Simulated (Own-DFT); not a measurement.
# A change of arrangement and its cost: Ga48P48, 96 atoms

Calculated results; nothing here was measured. They come from Own-DFT, an in-house plane-wave density functional program, since retired, whose code no person has reviewed. Each row is one single-point run on a periodic cell that was not relaxed, without spin or spin-orbit coupling.

Settings of every run: PBE; PseudoDojo norm-conserving scalar-relativistic files; cutoff 42 hartree; 2 x 3 x 3 k mesh centred on Gamma; Fermi-Dirac smearing of 0.1 eV.

Known limits, some of them of some rows only: not probed for a lower state with spin; forces on such cells failed a check on a denser k mesh; forces on such cells passed a denser k mesh, each cell not checked; stress not checked against mesh or cutoff.

All cells hold the same atoms in the same cell, with vectors in Å (16.352, 0.000, 0.000); (0.000, 10.901, 0.000); (0.000, 0.000, 10.901). Every atom was moved at random from its ideal site; u is the rms move along one axis. The defect's site can differ from row to row. E is the free energy of the cell above the lowest run. The arrangements:

- A: zincblende GaP
- B: zincblende GaP, with one Ga on a P site and one P on a Ga site, 2.4 Å apart

| arrangement | u (Å) | E (eV) | P (GPa) |
|---|---|---|---|
| A | 0.0186 | 0.000 | 2.70 |
| A | 0.0200 | 0.146 | 2.73 |
| A | 0.0203 | 0.107 | 2.71 |
| A | 0.0487 | 3.307 | 3.21 |
| A | 0.0488 | 3.641 | 3.23 |
| A | 0.0500 | 3.621 | 3.28 |
| B | 0.0288 | 3.909 | 2.91 |
| B | 0.0291 | 3.894 | 2.94 |
| B | 0.0306 | 4.177 | 2.98 |
| B | 0.0494 | 6.404 | 3.32 |
| B | 0.0499 | 6.685 | 3.36 |
| B | 0.0503 | 7.031 | 3.41 |

Question: once the cost of the random moves is taken out, how do the arrangements rank?

## Worked answer

Fit E = a + b u², with one b for all and one a for each arrangement, and with residuals divided by u², since the noise grows with the moves. Then b = 1695 eV/Å², the scatter at u = 0.04 Å is 0.13 eV, and against A:

- B: 3.08 ± 0.05 eV (higher)

These are energies of unrelaxed cells. Relaxing the atoms lowers the strained arrangements most, so the gaps would shrink and small ones could change sign.
